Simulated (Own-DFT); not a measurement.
# Response to strain: wurtzite GaN, 96 atoms (Ga48N48)

Calculated results; nothing here was measured. The program, named Own-DFT, is a retired in-house plane-wave density functional code that no person has reviewed. Each row is one single-point run on a periodic cell that was not relaxed, without spin or spin-orbit coupling.

Settings of every run: PBE; PseudoDojo norm-conserving scalar-relativistic files; cutoff 42 hartree; 3 x 4 x 3 k mesh centred on Gamma; Fermi-Dirac smearing of 0.1 eV.

Known limits: forces on such cells passed a denser k mesh, each cell not checked; stress not checked against mesh or cutoff.

Unstrained cell vectors in Å: (12.756, 0.000, 0.000); (-4.784, 8.285, 0.000); (0.000, 0.000, 10.370). The unstrained cell has measured lattice constants (interpolated for alloys), not those of this functional. That, the random moves and any unrelaxed bonds set the pressure at no strain. Each run strains this cell uniformly, with the atoms carried along. Every atom was also moved at random, by a Gaussian of width 0.05 Å on each axis. Strain is the symmetric tensor, in per cent. Stress is positive in tension, and the pressure is minus a third of its trace.

```
run,e_xx (%),e_yy (%),e_zz (%),e_yz (%),e_xz (%),e_xy (%),s_xx (GPa),s_yy (GPa),s_zz (GPa),s_yz (GPa),s_xz (GPa),s_xy (GPa),P (GPa),E (meV/atom)
1,1.13,0.79,0.73,0.93,-1.85,0.72,-0.91,-3.36,-3.35,2.38,-3.78,1.55,2.54,9.7
2,1.74,1.32,1.45,-1.17,-0.16,0.62,1.59,-0.05,0.68,-2.20,-0.72,1.56,-0.74,0.0
3,1.85,-1.12,-1.37,0.54,-1.88,-0.85,-1.93,-11.71,-15.28,1.38,-4.26,-2.62,9.64,44.9
4,-0.50,0.81,1.21,-1.16,-1.12,-0.62,-7.88,-4.92,-2.11,-2.86,-2.95,-1.85,4.97,18.9
5,-1.27,1.08,-1.94,0.98,-0.62,0.35,-13.12,-5.57,-19.14,2.07,-1.48,3.46,12.61,48.3
6,-0.55,1.47,-1.36,1.14,1.09,-0.98,-7.27,-4.41,-14.61,2.79,1.77,-3.13,8.76,34.5
7,-1.10,0.72,1.31,-0.27,1.77,-0.64,-9.87,-4.08,-3.82,-1.14,3.94,-1.37,5.92,19.8
8,-0.62,-1.92,-0.86,0.98,-1.86,0.33,-13.39,-18.13,-14.11,2.40,-2.70,-0.16,15.21,56.1
9,-0.69,-0.41,0.70,-0.59,-1.04,1.74,-12.11,-8.78,-6.97,0.40,-2.28,7.19,9.29,42.6
10,-0.30,-0.57,0.83,0.62,-1.18,-1.94,-10.00,-9.27,-5.70,0.56,-3.36,-6.93,8.32,35.0
11,1.45,1.86,-0.44,1.36,1.41,-1.02,0.05,0.56,-8.50,3.42,1.47,-1.98,2.63,26.2
12,0.92,-0.91,0.99,-1.66,1.95,1.37,-3.95,-9.63,-4.23,-4.52,3.38,3.61,5.94,31.2
13,-0.83,-0.41,1.03,-0.65,0.45,-1.07,-11.03,-10.45,-3.63,-1.36,0.09,-3.43,8.37,27.9
14,1.95,1.70,-0.27,-1.55,-1.56,-1.73,1.05,0.52,-7.18,-2.26,-2.94,-4.46,1.87,30.5
15,-1.03,1.29,-0.99,0.57,0.08,0.64,-10.09,-3.96,-12.55,0.54,-0.08,0.44,8.87,17.6
16,0.67,-0.55,1.48,0.28,-1.34,1.89,-4.05,-8.58,-1.88,0.63,-3.16,6.47,4.84,20.4
17,1.80,1.77,-1.99,0.78,0.74,-1.22,?,?,?,?,?,?,?,?
```

E is the free energy for each atom above the lowest run shown.

## Worked fit

Each stress component was fitted by least squares to a constant and the strains of the runs shown, as fractions, with shears doubled. Shear strains stay in the fit of a normal stress only where such slopes are resolved. The slopes, in GPa:

| stress | at no strain | per e_xx | per e_yy | per e_zz | scatter |
|---|---|---|---|---|---|
| s_xx | -7.7 | 403 ± 20 | 131 ± 21 | 54 ± 20 | 0.90 |
| s_yy | -8.0 | 85 ± 16 | 413 ± 17 | 82 ± 16 | 0.72 |
| s_zz | -8.8 | 75 ± 16 | 76 ± 16 | 484 ± 16 | 0.71 |

Each shear stress against twice its own strain: yz 104 ± 12, xz 94 ± 7, xy 162 ± 15 GPa. These are stiffnesses along x, y and z of the frame in which the cell vectors are given, which need not be the crystal's axes. The atoms are held to the strained lattice; where symmetry lets them move under strain, relaxing them would lower some slopes. The table should be nearly symmetric about its diagonal, and what it lacks of that shows the noise. A ninth of its sum, 200 ± 4 GPa, estimates the bulk modulus near the mean pressure of these runs, 6.8 GPa, so it lies above the value at zero pressure.

## Withheld run

Question: what normal stresses and pressure should run 17 give?

The fit gives s_xx = 0.8, s_yy = -0.8, s_zz = -15.7 and P = 5.2 GPa. The calculation gave 0.13, -1.38, -13.27 and P = 4.84 GPa.
